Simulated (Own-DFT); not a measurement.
Simulation results for SiGe₃ (diamond lattice with Si and Ge gathered in clusters, atoms displaced)

Computed with Own-DFT development build. A calculation, not a measurement: plane-wave density functional theory by an unreviewed code, no spin, of a simulated periodic cell, stress positive in tension, run twice, with PBE and with PBEsol, both on files made for PBE, so the change isn't that of files made for PBEsol; forces on such cells passed a denser k mesh, this cell's mesh not checked; the far tail of each file's local potential was reset to the Coulomb form; each entry is a single point on an unrelaxed cell, so the pressure reflects the starting lattice, mostly measured values (interpolated for alloys), from which strain is counted, and rises with the displacements; printed positions are rounded, which can move forces by about a meV/angstrom; the program, named Own-DFT, is a retired in-house code; no spin-orbit coupling; stress was not checked against mesh or cutoff.

SiGe₃ (diamond lattice with Si and Ge gathered in clusters, atoms displaced)

```
cell vectors (Å)
  11.2025     0.0000     0.0000
   0.0000    11.2025     0.0000
   0.0000     0.0000    11.2025
atoms (fractions of the cell vectors)
Ge  0.00822  0.00095  0.98842
Ge  0.99669  0.25871  0.25433
Ge  0.24411  0.00178  0.25188
Ge  0.25152  0.26213  0.99596
Si  0.12597  0.12548  0.12699
Ge  0.13097  0.37633  0.37323
Ge  0.37204  0.12472  0.39241
Ge  0.37365  0.37726  0.11683
Ge  0.00401  0.00768  0.49279
Ge  0.99217  0.24877  0.75703
Ge  0.24534  0.00171  0.75222
Ge  0.24415  0.24859  0.49943
Ge  0.13188  0.12580  0.62067
Ge  0.12365  0.38139  0.87484
Ge  0.37552  0.12729  0.87466
Ge  0.37190  0.36936  0.62990
Si  0.99195  0.50383  0.00188
Si  0.00414  0.74615  0.25097
Si  0.24941  0.48552  0.24800
Si  0.25349  0.75138  0.00608
Si  0.12694  0.63196  0.13559
Ge  0.12798  0.88245  0.37587
Si  0.38514  0.62804  0.36898
Si  0.37165  0.88181  0.12562
Ge  0.00012  0.50642  0.49135
Ge  0.99793  0.75079  0.75061
Ge  0.25707  0.49462  0.75061
Ge  0.24611  0.74871  0.50401
Si  0.11691  0.62083  0.62973
Si  0.11729  0.87784  0.87755
Si  0.37474  0.64072  0.87977
Ge  0.38291  0.86832  0.62732
Ge  0.50173  0.01550  0.99709
Ge  0.50422  0.24256  0.25133
Ge  0.74614  0.99984  0.25740
Ge  0.74670  0.25034  0.00060
Ge  0.61802  0.12765  0.13078
Ge  0.61733  0.37529  0.38153
Ge  0.87519  0.12860  0.37872
Si  0.88260  0.37312  0.13385
Ge  0.49268  0.99563  0.49855
Ge  0.50032  0.25339  0.74386
Ge  0.75401  0.99521  0.74798
Ge  0.74986  0.24409  0.49992
Ge  0.62195  0.12516  0.62508
Ge  0.62276  0.38017  0.87450
Ge  0.87645  0.12831  0.86187
Ge  0.87316  0.37282  0.62715
Ge  0.52021  0.50261  0.99224
Ge  0.49985  0.75169  0.24686
Ge  0.74831  0.50120  0.25216
Ge  0.74758  0.75822  0.00500
Si  0.62800  0.61659  0.12022
Ge  0.60825  0.88420  0.37141
Si  0.86975  0.62176  0.38010
Si  0.88911  0.87843  0.12342
Ge  0.50017  0.50593  0.49945
Ge  0.49875  0.74533  0.75621
Ge  0.75198  0.50095  0.74825
Ge  0.74739  0.75790  0.49715
Ge  0.62483  0.62996  0.62769
Ge  0.62536  0.87360  0.87113
Si  0.87701  0.63174  0.88026
Ge  0.88139  0.86890  0.61886
```

Settings of this run: functional PBE, then PBEsol, potential files PseudoDojo norm-conserving, scalar-relativistic, standard set, wave cutoff 42 hartree, occupations Fermi-Dirac, smearing width 0.1 eV and k mesh 3 x 3 x 3 centred on Gamma.

Results for SiGe₃ (diamond lattice with Si and Ge gathered in clusters, atoms displaced): PBE pressure 4.05 GPa; PBE stress xx -3.95 GPa; PBE stress yy -4.03 GPa; PBE stress zz -4.16 GPa; PBE stress yz -0.08 GPa; PBE stress xz 0.39 GPa; PBE stress xy 0.67 GPa; PBEsol pressure 1.32 GPa; PBEsol stress xx -1.23 GPa; PBEsol stress yy -1.31 GPa; PBEsol stress zz -1.43 GPa; PBEsol stress yz -0.07 GPa; PBEsol stress xz 0.4 GPa; PBEsol stress xy 0.65 GPa; rms change of force components from PBE to PBEsol 0.048 eV/Å.

Force:
```
force element  PBE force x (eV/Å)  PBE force y (eV/Å)  PBE force z (eV/Å)  PBEsol force x (eV/Å)  PBEsol force y (eV/Å)  PBEsol force z (eV/Å)
           Ge              -1.185               1.331               1.706                 -1.195                  1.336                  1.631
           Ge               1.046              -1.559              -0.211                  1.033                  -1.53                 -0.121
           Ge               1.138               0.619              -0.435                  1.093                  0.583                 -0.338
           Ge              -0.806              -1.727               0.206                 -0.742                 -1.639                  0.171
           Si              -0.195               0.865              -0.551                 -0.188                  0.846                 -0.534
           Ge                -0.7               0.072               0.342                 -0.731                  0.012                  0.375
           Ge                -0.1               0.103              -2.349                 -0.099                  0.093                 -2.269
           Ge               1.551               0.339               0.794                  1.519                  0.274                  0.725
           Ge              -0.166              -0.634               0.994                  -0.15                 -0.615                  0.956
           Ge               2.419               1.387               -1.92                  2.327                  1.342                 -1.861
           Ge               0.679               -0.93               0.051                  0.693                 -0.854                  0.013
           Ge               0.556               1.098               0.383                  0.546                  1.044                  0.378
           Ge              -1.575              -0.041               1.182                 -1.518                 -0.045                  1.132
           Ge              -0.964               0.197               0.344                 -0.883                  0.146                  0.305
           Ge              -0.683               0.802              -0.585                 -0.654                  0.785                 -0.564
           Ge               0.251               0.717              -1.663                  0.245                  0.691                 -1.593
           Si               0.919               0.337               0.708                  0.945                  0.293                  0.666
           Si              -0.875               0.707               0.781                 -0.845                  0.736                  0.827
           Si               0.959               2.574              -0.316                  0.944                  2.446                 -0.307
           Si              -0.957               0.706               0.073                 -0.959                  0.701                  0.075
           Si               0.352              -1.533              -1.061                  0.363                 -1.524                 -1.048
           Ge              -0.683              -1.602              -0.133                 -0.632                 -1.499                 -0.097
           Si              -2.004              -0.782               0.302                 -1.928                 -0.733                  0.324
           Si               0.404               0.018              -0.463                  0.441                  0.068                 -0.404
           Ge               0.058              -0.726               1.187                  0.068                 -0.772                  1.157
           Ge               0.537              -0.462               0.552                  0.479                 -0.407                  0.487
           Ge              -0.727               1.903               0.491                 -0.709                  1.767                  0.467
           Ge               0.405               -0.67              -0.259                  0.403                  -0.58                 -0.253
           Si               1.037               0.046              -0.201                  1.012                  0.047                 -0.198
           Si                1.99              -1.591              -0.784                  1.911                 -1.521                 -0.804
           Si              -0.203              -2.034               0.422                 -0.138                 -2.039                  0.356
           Ge              -1.353               0.305               0.359                 -1.307                    0.3                  0.336
           Ge              -0.274              -2.107               0.345                  -0.25                 -2.002                  0.315
           Ge              -2.042               1.478               1.055                  -1.96                  1.426                  1.019
           Ge               1.041              -0.054              -1.212                  0.964                 -0.015                  -1.14
           Ge               0.781               0.177               0.399                  0.718                  0.152                  0.354
           Ge               1.952              -0.686              -0.707                  1.877                 -0.658                 -0.686
           Ge               0.954              -0.323              -0.609                  0.928                 -0.316                  -0.59
           Ge               -0.24              -0.107              -0.832                 -0.239                 -0.099                 -0.788
           Si              -1.481               1.162              -1.608                 -1.488                  1.098                 -1.524
           Ge               0.326               0.606               1.578                   0.31                  0.586                   1.52
           Ge               0.239              -0.532               1.129                  0.218                 -0.518                  1.089
           Ge              -0.241              -0.004              -0.702                 -0.232                  0.003                 -0.679
           Ge              -0.492               0.978               0.424                 -0.475                  0.941                  0.414
           Ge               0.366              -0.836              -0.202                  0.361                 -0.798                   -0.2
           Ge               1.422              -1.577              -1.466                  1.377                 -1.517                 -1.412
           Ge              -1.516              -1.427                 2.4                  -1.46                  -1.38                  2.311
           Ge                0.36               0.241              -0.811                  0.333                  0.223                  -0.77
           Ge              -3.395               1.244               0.894                 -3.291                  1.127                   0.83
           Ge              -0.121              -0.434              -1.349                 -0.079                 -0.373                  -1.27
           Ge               0.272              -0.546              -0.019                  0.234                 -0.564                  0.012
           Ge               0.794               -0.62               0.321                  0.733                 -0.577                  0.262
           Si               0.599               1.692               1.014                  0.591                  1.653                  0.994
           Ge               1.654              -1.121              -0.051                  1.606                 -1.077                 -0.046
           Si                0.03               1.257              -1.179                 -0.009                  1.192                 -1.118
           Si              -0.836              -0.182               0.553                  -0.85                 -0.136                  0.496
           Ge              -0.759               -0.05               0.612                 -0.688                 -0.085                  0.622
           Ge               0.306               0.457              -0.365                  0.349                  0.495                 -0.415
           Ge               0.352                0.76               0.639                  0.304                  0.704                  0.587
           Ge              -0.474              -0.443              -0.481                 -0.483                 -0.405                 -0.413
           Ge               0.383               -0.35              -0.251                  0.368                 -0.344                 -0.237
           Ge              -0.201               0.742               0.722                 -0.183                  0.715                  0.698
           Si              -0.784              -0.456              -0.059                 -0.817                 -0.393                 -0.108
           Ge              -0.102               1.225              -0.127                 -0.114                  1.187                 -0.113
```
